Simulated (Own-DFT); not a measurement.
## Calculated data, Si₂₄O₄₇ (quartz with one neutral oxygen vacancy, atoms displaced)

Computed with Own-DFT development build. A calculation, not a measurement: plane-wave PBE and HSE06 DFT by an unreviewed code, no spin, of a simulated cell at Gamma alone, so results move with cell size and shape, stress positive in tension, energies less offsets, not probed for a lower state with spin; oxygen file: force components 24 meV/angstrom off all-electron in a glass; k mesh not checked against a denser one; forces and stress are PBE's, HSE06 gives the energy alone, and its difference from PBE has offsets of its own; offsets are fitted by least squares, one for each functional and potential file, so energies compare only between cells with the same atoms and settings and are not formation energies; the far tail of each file's local potential was reset to the Coulomb form; each entry is a single point on an unrelaxed cell, so the pressure reflects the starting lattice, mostly measured values (interpolated for alloys), from which strain is counted, and rises with the displacements; printed positions are rounded, which can move forces by about a meV/angstrom; the program, named Own-DFT, is a retired in-house code; no spin-orbit coupling.

Settings shared by all entries: first functional PBE; second functional HSE06; exact exchange share 0.25; screening 0.11 1/bohr; exchange divergence Gygi-Baldereschi; potential files PseudoDojo norm-conserving, scalar-relativistic, made for PBE, standard set; wave cutoff 48 hartree; occupations fixed; k mesh 1 x 1 x 1 centred on Gamma.

```json
{"entry": 1, "formula": "Si24O47", "kind": "quartz with one neutral oxygen vacancy, atoms displaced", "structure": {"cell_angstrom": [[9.8268, 0.0, 0.0], [-4.9134, 8.5103, 0.0], [0.0, 0.0, 10.8104]], "atoms_fractional": [["Si", 0.23021, 0.99326, 0.00142], ["Si", 0.0079, 0.23212, 0.33245], ["Si", 0.26296, 0.25614, 0.16504], ["O", 0.20581, 0.13534, 0.05398], ["O", 0.4229, 0.28552, 0.2305], ["O", 0.36822, 0.07217, 0.38691], ["O", 0.06854, 0.36164, 0.44293], ["O", 0.13494, 0.20167, 0.26425], ["O", 0.30373, 0.4297, 0.10838], ["Si", 0.23514, 0.99656, 0.49413], ["Si", 0.0068, 0.24225, 0.83025], ["Si", 0.26534, 0.25931, 0.66338], ["O", 0.2171, 0.13762, 0.56183], ["O", 0.42736, 0.28598, 0.72341], ["O", 0.36471, 0.07335, 0.89544], ["O", 0.0726, 0.37122, 0.93318], ["O", 0.14052, 0.21279, 0.77458], ["O", 0.29735, 0.42398, 0.60669], ["Si", 0.23487, 0.501, 0.00299], ["Si", 0.99516, 0.73492, 0.33038], ["Si", 0.26786, 0.76123, 0.16758], ["O", 0.19289, 0.63651, 0.05483], ["O", 0.42209, 0.79633, 0.2227], ["O", 0.36007, 0.57249, 0.39383], ["O", 0.0731, 0.87227, 0.43717], ["O", 0.11856, 0.69284, 0.2806], ["O", 0.28844, 0.92664, 0.1036], ["Si", 0.21978, 0.49598, 0.50303], ["Si", 0.9936, 0.72726, 0.83312], ["Si", 0.25893, 0.76745, 0.66215], ["O", 0.20841, 0.63021, 0.55966], ["O", 0.43638, 0.79343, 0.72139], ["O", 0.36984, 0.57716, 0.89703], ["O", 0.06645, 0.85906, 0.93645], ["O", 0.14567, 0.71381, 0.76618], ["O", 0.29055, 0.92434, 0.60711], ["Si", 0.73658, 0.99637, 0.00041], ["Si", 0.49746, 0.2386, 0.33417], ["Si", 0.76562, 0.26842, 0.16384], ["O", 0.70955, 0.13599, 0.06116], ["O", 0.92901, 0.29675, 0.22891], ["O", 0.85466, 0.05878, 0.3911], ["O", 0.57021, 0.37351, 0.43976], ["O", 0.63169, 0.20547, 0.27668], ["O", 0.7924, 0.42154, 0.10162], ["Si", 0.74497, 0.00726, 0.50012], ["Si", 0.49708, 0.23092, 0.83624], ["Si", 0.76882, 0.26396, 0.66615], ["O", 0.70285, 0.13034, 0.55645], ["O", 0.93043, 0.29538, 0.71881], ["O", 0.8678, 0.07086, 0.895], ["O", 0.57981, 0.36617, 0.93586], ["O", 0.62859, 0.21043, 0.7805], ["O", 0.78551, 0.42251, 0.60078], ["Si", 0.7334, 0.5018, 0.0045], ["Si", 0.50272, 0.72798, 0.33987], ["Si", 0.76757, 0.7707, 0.16273], ["O", 0.6992, 0.62639, 0.05838], ["O", 0.91726, 0.78826, 0.22183], ["O", 0.87721, 0.57479, 0.39089], ["O", 0.57661, 0.87347, 0.43632], ["O", 0.63208, 0.70567, 0.26826], ["O", 0.80304, 0.93453, 0.10017], ["Si", 0.72994, 0.50207, 0.49921], ["Si", 0.50333, 0.74524, 0.83693], ["Si", 0.75143, 0.75275, 0.65663], ["O", 0.91482, 0.79126, 0.7294], ["O", 0.87468, 0.58383, 0.89671], ["O", 0.57695, 0.87053, 0.93309], ["O", 0.63477, 0.70727, 0.77359], ["O", 0.78084, 0.91871, 0.60677]]}, "results": {"PBE_energy_of_cell_above_offsets [eV]": "-19.950", "HSE06_less_PBE_above_offsets [eV]": "-0.516", "PBE_pressure [GPa]": 8.37, "PBE_stress_xx [GPa]": -7.46, "PBE_stress_yy [GPa]": -8.86, "PBE_stress_zz [GPa]": -8.81, "PBE_stress_yz [GPa]": -0.29, "PBE_stress_xz [GPa]": -0.31, "PBE_stress_xy [GPa]": -0.42, "force_element": ["Si", "Si", "Si", "O", "O", "O", "O", "O", "O", "Si", "Si", "Si", "O", "O", "O", "O", "O", "O", "Si", "Si", "Si", "O", "O", "O", "O", "O", "O", "Si", "Si", "Si", "O", "O", "O", "O", "O", "O", "Si", "Si", "Si", "O", "O", "O", "O", "O", "O", "Si", "Si", "Si", "O", "O", "O", "O", "O", "O", "Si", "Si", "Si", "O", "O", "O", "O", "O", "O", "Si", "Si", "Si", "O", "O", "O", "O", "O"], "force_x [eV/angstrom]": [-1.862, -3.251, 1.852, -0.048, -2.1, -0.629, -0.993, -2.493, -0.88, 0.673, -0.665, 0.478, 0.179, -0.211, -0.44, 0.274, -0.253, -1.6, -0.109, -0.167, -6.155, 1.311, 5.346, -0.44, -1.213, 3.917, 1.983, 6.112, 2.003, 7.097, -2.653, -3.037, -0.152, 0.764, -5.703, -1.008, -2.467, 3.26, 0.706, 0.425, 0.743, 4.712, -1.077, 0.51, -0.218, -3.864, -2.217, -4.145, -0.426, 1.387, 0.927, -0.556, 5.892, 1.135, 1.556, -2.254, -2.403, -1.75, 2.937, -2.771, 0.033, 0.241, 1.787, 0.644, 0.544, 1.838, 1.261, -2.17, 0.087, -0.929, 0.691], "force_y [eV/angstrom]": [0.812, -1.119, 3.006, -0.945, 1.229, -1.145, -2.139, -1.303, -0.382, 1.795, -3.159, 3.227, -3.843, 0.297, -1.35, 1.596, -0.617, 1.094, 0.521, 1.509, -0.183, -1.378, -0.198, -1.141, -0.992, 1.186, -2.074, -0.973, 4.923, -0.454, 2.614, 0.25, 0.336, 2.121, -2.214, 2.803, 3.212, -0.79, -2.208, -1.77, -0.379, 4.192, -0.73, 0.806, 2.166, -3.45, 0.903, -0.624, 1.587, 0.178, 2.114, 1.192, -0.363, -0.747, -1.515, 2.479, -1.64, 2.973, 0.819, -2.646, -0.76, -0.164, -1.959, 3.503, -5.226, -1.798, -0.364, -6.257, 3.542, -0.593, 0.605], "force_z [eV/angstrom]": [-3.039, -0.347, -2.463, -0.523, -2.7, 1.141, -1.055, 3.224, -0.096, 1.379, 0.035, 2.972, -3.882, 0.09, 0.515, 1.937, 0.149, -1.384, -0.397, 0.272, -0.566, -0.117, 3.104, 0.439, -0.889, -3.01, 3.156, 0.06, -4.613, -1.121, 1.172, -1.534, 0.257, 1.536, 5.442, -2.19, -2.005, 1.205, 3.098, -1.12, 0.41, -4.578, -0.544, -0.728, 0.058, 1.763, -0.434, 0.121, 1.279, 0.731, -1.72, 1.496, -3.466, 1.266, -3.388, -1.259, -1.485, 1.771, 1.278, 2.313, -0.012, -0.046, 2.728, 0.571, -4.557, 0.402, -0.329, 3.221, 4.352, 0.599, 0.059]}}
{"entry": 2, "formula": "Si24O47", "kind": "quartz with one neutral oxygen vacancy, atoms displaced", "structure": {"cell_angstrom": [[9.8268, 0.0, 0.0], [-4.9134, 8.5103, 0.0], [0.0, 0.0, 10.8104]], "atoms_fractional": [["Si", 0.23671, 0.00295, 0.99377], ["Si", 0.00411, 0.24547, 0.3401], ["Si", 0.26876, 0.27401, 0.16573], ["O", 0.21451, 0.14109, 0.05646], ["O", 0.43019, 0.2889, 0.22424], ["O", 0.36581, 0.07637, 0.39326], ["O", 0.07516, 0.36901, 0.43983], ["O", 0.13543, 0.20264, 0.27725], ["O", 0.29213, 0.42284, 0.1053], ["Si", 0.23095, 0.9986, 0.49912], ["Si", 0.99101, 0.23058, 0.8211], ["Si", 0.26248, 0.27373, 0.66803], ["O", 0.20541, 0.13887, 0.559], ["O", 0.41581, 0.28329, 0.72279], ["O", 0.36619, 0.07597, 0.89553], ["O", 0.05411, 0.35893, 0.94353], ["O", 0.14408, 0.21205, 0.78153], ["O", 0.29217, 0.4259, 0.60907], ["Si", 0.23472, 0.49558, 0.00157], ["Si", 0.99435, 0.73337, 0.32707], ["Si", 0.26268, 0.76803, 0.16891], ["O", 0.2129, 0.64283, 0.06254], ["O", 0.4248, 0.79781, 0.22214], ["O", 0.37101, 0.57487, 0.39528], ["O", 0.07781, 0.86499, 0.43966], ["O", 0.14832, 0.71397, 0.27696], ["O", 0.30052, 0.93753, 0.10026], ["Si", 0.24111, 0.50406, 0.4986], ["Si", 0.0005, 0.73603, 0.82399], ["Si", 0.26817, 0.77265, 0.66231], ["O", 0.19926, 0.62655, 0.55193], ["O", 0.42915, 0.79693, 0.729], ["O", 0.36254, 0.58605, 0.89338], ["O", 0.07705, 0.86631, 0.93955], ["O", 0.13357, 0.70985, 0.78092], ["O", 0.28598, 0.91798, 0.60487], ["Si", 0.73471, 0.0012, 0.00242], ["Si", 0.49813, 0.2319, 0.33244], ["Si", 0.76264, 0.26406, 0.16395], ["O", 0.70675, 0.13287, 0.05597], ["O", 0.92203, 0.28299, 0.23018], ["O", 0.87393, 0.07668, 0.38352], ["O", 0.56406, 0.35935, 0.43944], ["O", 0.63761, 0.21319, 0.2718], ["O", 0.79245, 0.42261, 0.10442], ["Si", 0.74237, 0.00281, 0.49969], ["Si", 0.50138, 0.23634, 0.82294], ["Si", 0.77056, 0.26149, 0.67003], ["O", 0.71785, 0.13936, 0.55951], ["O", 0.92683, 0.29428, 0.72835], ["O", 0.86437, 0.06344, 0.89452], ["O", 0.56858, 0.36665, 0.93541], ["O", 0.62841, 0.20561, 0.7791], ["O", 0.79151, 0.41647, 0.61145], ["Si", 0.73686, 0.49967, 0.99557], ["Si", 0.50062, 0.73061, 0.32738], ["Si", 0.76614, 0.76145, 0.16606], ["O", 0.69899, 0.62603, 0.06016], ["O", 0.93034, 0.79101, 0.2306], ["O", 0.57555, 0.86534, 0.43876], ["O", 0.62865, 0.7108, 0.27405], ["O", 0.79924, 0.92778, 0.10908], ["Si", 0.73492, 0.50354, 0.48979], ["Si", 0.49805, 0.73907, 0.83174], ["Si", 0.77759, 0.77654, 0.6682], ["O", 0.71239, 0.63508, 0.56294], ["O", 0.92838, 0.79735, 0.72745], ["O", 0.8668, 0.57315, 0.89229], ["O", 0.57402, 0.87776, 0.94088], ["O", 0.64296, 0.71025, 0.77627], ["O", 0.78993, 0.92154, 0.59601]]}, "results": {"PBE_energy_of_cell_above_offsets [eV]": "-18.935", "HSE06_less_PBE_above_offsets [eV]": "-0.544", "PBE_pressure [GPa]": 8.97, "PBE_stress_xx [GPa]": -10.68, "PBE_stress_yy [GPa]": -7.73, "PBE_stress_zz [GPa]": -8.49, "PBE_stress_yz [GPa]": 2.93, "PBE_stress_xz [GPa]": -2.87, "PBE_stress_xy [GPa]": 2.73, "force_element": ["Si", "Si", "Si", "O", "O", "O", "O", "O", "O", "Si", "Si", "Si", "O", "O", "O", "O", "O", "O", "Si", "Si", "Si", "O", "O", "O", "O", "O", "O", "Si", "Si", "Si", "O", "O", "O", "O", "O", "O", "Si", "Si", "Si", "O", "O", "O", "O", "O", "O", "Si", "Si", "Si", "O", "O", "O", "O", "O", "O", "Si", "Si", "Si", "O", "O", "O", "O", "O", "Si", "Si", "Si", "O", "O", "O", "O", "O", "O"], "force_x [eV/angstrom]": [-1.35, 2.143, 2.007, -0.714, -1.451, -0.274, 0.395, -0.332, -0.701, 0.245, 5.292, 1.99, 0.139, 1.088, 2.295, 1.899, -2.644, -1.446, -4.269, 5.374, 1.28, 0.722, 2.919, 0.59, -1.621, -4.819, 0.928, -0.239, -0.755, 1.475, -1.043, -2.208, 0.116, -1.554, 4.498, -1.632, 1.558, 0.547, 1.99, -0.974, -1.455, -1.526, 0.806, -0.466, -0.469, -2.08, -4.195, -4.777, 0.109, -0.738, 0.913, 0.493, 6.128, -1.811, -1.292, -5.817, -1.142, 0.112, -4.883, 0.077, 6.582, -0.113, 1.997, 3.514, -3.252, -0.091, 1.257, 0.817, -0.775, -1.685, 2.298], "force_y [eV/angstrom]": [0.412, -3.497, -6.091, 0.314, 1.012, -1.807, 3.026, 1.393, 3.797, 2.733, -2.166, -4.26, -0.966, 1.026, 1.895, 1.042, -0.33, 3.778, 1.088, -3.217, 3.499, -3.217, -0.217, -0.585, -1.877, -1.415, -2.132, -1.454, -0.071, -6.548, 3.088, 0.781, -1.995, -1.554, -0.199, 4.722, -0.895, 0.007, -0.908, 1.416, 1.347, -2.396, 2.293, -0.757, 1.763, 0.671, -0.312, -0.403, -1.26, 1.998, 1.676, 0.718, -0.745, 3.037, -1.734, 3.408, 0.571, 0.717, 1.852, 0.392, -0.991, -0.36, -0.234, 1.221, -3.292, 0.158, 1.69, 1.092, -2.277, 0.494, 0.03], "force_z [eV/angstrom]": [2.384, -4.408, 2.208, 0.26, -1.154, 0.906, 3.181, -0.211, -0.898, 0.284, 8.695, -0.107, -0.21, -0.576, -3.62, -0.396, 0.512, -1.708, -1.31, 6.819, -3.933, -1.949, 1.782, -0.831, -1.081, 3.694, 2.254, 0.248, 5.753, 2.899, 2.699, -2.885, 0.358, -1.323, -3.568, -1.926, 0.09, -1.183, 0.378, 0.998, -1.685, 2.949, 1.551, 1.098, -0.75, -5.158, 4.579, -0.258, -0.438, -2.928, -2.256, 0.004, -3.159, -2.515, 0.372, 2.197, -0.29, 0.754, -5.32, -0.022, -3.188, -0.028, 0.928, 2.103, -1.045, 0.089, -0.996, -1.493, -1.365, 0.385, 2.754]}}
{"entry": 3, "formula": "Si24O47", "kind": "quartz with one neutral oxygen vacancy, atoms displaced", "structure": {"cell_angstrom": [[9.8268, 0.0, 0.0], [-4.9134, 8.5103, 0.0], [0.0, 0.0, 10.8104]], "atoms_fractional": [["Si", 0.22657, 0.99652, 0.99813], ["Si", 0.00911, 0.2388, 0.33032], ["Si", 0.26008, 0.26533, 0.16776], ["O", 0.20525, 0.13314, 0.05526], ["O", 0.43023, 0.2998, 0.22877], ["O", 0.36562, 0.0757, 0.39374], ["O", 0.07947, 0.36718, 0.44278], ["O", 0.13928, 0.20733, 0.27047], ["O", 0.29891, 0.43446, 0.0998], ["Si", 0.24464, 0.01109, 0.50064], ["Si", 0.00733, 0.23351, 0.83068], ["Si", 0.26686, 0.27729, 0.66782], ["O", 0.20927, 0.12767, 0.5536], ["O", 0.42738, 0.29182, 0.72194], ["O", 0.37779, 0.07029, 0.89247], ["O", 0.07511, 0.3592, 0.9405], ["O", 0.13082, 0.21042, 0.77581], ["O", 0.28414, 0.41552, 0.60618], ["Si", 0.24455, 0.51023, 0.0016], ["Si", 0.99545, 0.73405, 0.33281], ["Si", 0.25819, 0.74699, 0.16697], ["O", 0.19964, 0.6373, 0.06395], ["O", 0.43841, 0.80169, 0.21981], ["O", 0.36133, 0.56745, 0.40028], ["O", 0.07428, 0.87045, 0.44425], ["O", 0.13587, 0.71187, 0.27258], ["O", 0.28194, 0.91937, 0.11161], ["Si", 0.22939, 0.50207, 0.50008], ["Si", 0.00589, 0.7388, 0.8432], ["Si", 0.26007, 0.75754, 0.66574], ["O", 0.21182, 0.64233, 0.55357], ["O", 0.41898, 0.78211, 0.72255], ["O", 0.36402, 0.57826, 0.88629], ["O", 0.06899, 0.85901, 0.95016], ["O", 0.13055, 0.70584, 0.77008], ["O", 0.29138, 0.92898, 0.6089], ["Si", 0.73369, 0.99368, 0.00801], ["Si", 0.49724, 0.23837, 0.33586], ["Si", 0.76692, 0.26428, 0.16274], ["O", 0.9175, 0.29243, 0.22455], ["O", 0.87455, 0.08605, 0.38965], ["O", 0.57317, 0.36622, 0.44521], ["O", 0.643, 0.21631, 0.27282], ["O", 0.79137, 0.44694, 0.10513], ["Si", 0.73702, 0.98635, 0.5022], ["Si", 0.49839, 0.24536, 0.83063], ["Si", 0.76828, 0.26168, 0.66249], ["O", 0.70234, 0.13789, 0.56175], ["O", 0.93841, 0.30108, 0.72452], ["O", 0.86227, 0.07872, 0.89561], ["O", 0.57385, 0.36546, 0.93531], ["O", 0.63999, 0.21757, 0.77692], ["O", 0.79136, 0.42265, 0.60495], ["Si", 0.73739, 0.51095, 0.9999], ["Si", 0.50081, 0.73502, 0.33495], ["Si", 0.76924, 0.76514, 0.16662], ["O", 0.70441, 0.63257, 0.05964], ["O", 0.92479, 0.78642, 0.21825], ["O", 0.88128, 0.58321, 0.38496], ["O", 0.57537, 0.86119, 0.43575], ["O", 0.62614, 0.6955, 0.27589], ["O", 0.79655, 0.93066, 0.10303], ["Si", 0.73379, 0.49142, 0.49326], ["Si", 0.50527, 0.73934, 0.83353], ["Si", 0.74664, 0.75579, 0.66181], ["O", 0.71322, 0.62743, 0.56145], ["O", 0.92419, 0.78472, 0.73088], ["O", 0.87203, 0.56899, 0.89364], ["O", 0.58296, 0.86326, 0.93629], ["O", 0.62956, 0.71349, 0.77082], ["O", 0.79206, 0.92543, 0.60525]]}, "results": {"PBE_energy_of_cell_above_offsets [eV]": "-15.397", "HSE06_less_PBE_above_offsets [eV]": "-0.531", "PBE_pressure [GPa]": 10.7, "PBE_stress_xx [GPa]": -9.7, "PBE_stress_yy [GPa]": -10.56, "PBE_stress_zz [GPa]": -11.85, "PBE_stress_yz [GPa]": -1.52, "PBE_stress_xz [GPa]": -0.61, "PBE_stress_xy [GPa]": 0.43, "force_element": ["Si", "Si", "Si", "O", "O", "O", "O", "O", "O", "Si", "Si", "Si", "O", "O", "O", "O", "O", "O", "Si", "Si", "Si", "O", "O", "O", "O", "O", "O", "Si", "Si", "Si", "O", "O", "O", "O", "O", "O", "Si", "Si", "Si", "O", "O", "O", "O", "O", "Si", "Si", "Si", "O", "O", "O", "O", "O", "O", "Si", "Si", "Si", "O", "O", "O", "O", "O", "O", "Si", "Si", "Si", "O", "O", "O", "O", "O", "O"], "force_x [eV/angstrom]": [5.55, -2.67, 4.437, -1.125, -1.771, 1.96, -1.929, -2.418, 2.1, 1.235, -7.7, 3.233, -4.932, -2.405, -2.241, 1.019, 7.518, -3.194, -3.811, 3.924, -0.169, 1.4, -0.497, 2.1, -0.207, -0.6, 0.072, 1.333, -1.449, -1.491, -0.543, 1.738, 0.031, -1.471, -0.032, 1.166, -3.877, 2.462, -3.597, 6.185, -1.376, -1.975, -2.754, 3.659, -4.386, 3.643, -0.399, 2.199, -0.738, 0.296, -0.118, 0.355, 0.12, 0.298, -1.509, -3.454, -2.849, 1.682, -4.183, 0.41, 2.021, 4.243, 3.585, -4.282, 6.45, -1.038, -2.662, -0.387, -0.951, 2.084, 2.686], "force_y [eV/angstrom]": [1.42, 1.595, 1.732, 1.867, 0.18, 0.864, -2.289, -1.036, -2.029, -7.026, 0.806, -9.219, 7.277, 1.132, -0.319, 2.802, -1.257, 7.418, -1.63, 7.967, 9.424, -6.639, -1.449, 2.283, -0.855, -1.001, 0.031, 0.372, -2.824, 3.833, -1.44, 0.596, -0.571, 0.256, -0.404, -1.059, 6.253, -0.852, -0.228, 1.109, -3.573, -1.664, -0.359, -4.355, 6.641, -4.282, 2.57, -5.715, -0.466, -0.424, 3.599, 0.013, 1.139, -2.995, -3.01, -0.639, 3.016, 0.969, -8.715, 2.451, 0.624, -3.519, 3.236, -0.594, 0.983, -0.26, 0.376, 0.29, 0.92, -1.556, -1.785], "force_z [eV/angstrom]": [1.292, -0.322, -4.503, 1.237, -1.096, -2.164, -1.863, 2.536, 3.311, -0.36, 3.318, 1.865, 4.763, -1.922, 0.905, 1.834, -3.591, -3.671, -3.317, -1.535, 4.769, -6.769, 0.645, -2.616, -1.614, 1.661, -0.703, 2.152, -4.339, 0.222, -1.061, 0.709, 0.836, 0.491, 1.272, 0.606, -3.667, -1.544, -4.504, 2.853, 2.36, -1.322, 1.768, 4.323, -4.768, 0.281, 4.967, -4.203, -0.849, -0.249, 2.934, -0.819, -1.085, -4.595, -2.688, -0.24, 0.691, 0.992, 4.822, 2.766, -1.329, 5.165, 1.494, -1.136, 1.774, -1.274, -0.772, 0.299, 1.871, -0.607, 3.318]}}
```
